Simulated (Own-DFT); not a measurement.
# What a change of functional does to the pressure

All numbers below are calculated, not measured. They come from Own-DFT, an in-house plane-wave density functional program, since retired, whose code no person has reviewed. Each row is one single-point run on a periodic cell that was not relaxed, without spin or spin-orbit coupling.

Known limits, some of them of some rows only: not probed for a lower state with spin; forces on such cells failed a check on a denser k mesh; forces on such cells moved up to 12 meV/angstrom on a denser k mesh; forces on such cells passed a denser k mesh, each cell not checked; stress not checked against mesh or cutoff.

Each cell was run twice at the same cutoff, k mesh and smearing, with PBE and with PBEsol, on PseudoDojo norm-conserving files made for PBE. Atoms were moved at random from their sites; u is the rms move along one axis. Files made for PBEsol would give a somewhat different change.

| cell | atoms | volume (Å³/atom) | u (Å) | cutoff (hartree) | P with PBE (GPa) | P with PBEsol (GPa) | change (GPa) |
|---|---|---|---|---|---|---|---|
| D0_22 TiAl3 with one Ti vacancy (Al30Ti9) | 39 | 16.04 | 0.044 | 42 | 2.10 | 0.31 | -1.79 |
| D0_22 TiAl3 with one Ti vacancy (Al30Ti9) | 39 | 16.04 | 0.086 | 42 | 4.16 | 2.36 | -1.79 |
| D0_22 TiAl3 with one Ti vacancy (Al30Ti9) | 39 | 16.04 | 0.046 | 42 | 2.22 | 0.43 | -1.79 |
| diamond-structure SiGe in clusters (Ge48Si16) | 64 | 21.97 | 0.031 | 42 | 3.39 | 0.68 | -2.71 |
| diamond-structure SiGe in clusters (Ge48Si16) | 64 | 21.97 | 0.029 | 42 | 3.37 | 0.66 | -2.71 |
| diamond-structure SiGe in clusters (Ge48Si16) | 64 | 21.97 | 0.061 | 42 | 4.05 | 1.33 | -2.72 |
| diamond-structure SiGe with randomly placed atoms (Ge8Si56) | 64 | 20.34 | 0.031 | 42 | 2.27 | 0.77 | -1.51 |
| diamond-structure SiGe with randomly placed atoms (Ge8Si56) | 64 | 20.34 | 0.028 | 42 | 2.23 | 0.73 | -1.50 |
| diamond-structure SiGe with randomly placed atoms (Ge8Si56) | 64 | 20.34 | 0.028 | 42 | 2.26 | ? | ? |
| hexagonal WC (C32W32) | 64 | 10.46 | 0.020 | 50 | 3.22 | -4.83 | -8.05 |
| hexagonal WC (C32W32) | 64 | 10.46 | 0.051 | 50 | 6.43 | -1.62 | -8.06 |
| hexagonal WC (C32W32) | 64 | 10.53 | 0.053 | 50 | 5.04 | -2.94 | -7.98 |

## Worked reading

Mean change of pressure by composition, in GPa: CW, -8.03; Ge3Si, -2.71; Al10Ti3, -1.79; GeSi7, -1.51. At a fixed cell PBEsol gives the lower pressure, because it favours a smaller volume than PBE. Here the change varies more between materials than between cells of one material.

## Withheld value

Question: what PBEsol pressure should the Ge8Si56 cell with the blank give?

Adding the mean change of the cells with its composition, -1.51 GPa, to 2.26 gives 0.8 GPa. The calculation gave 0.76 GPa.
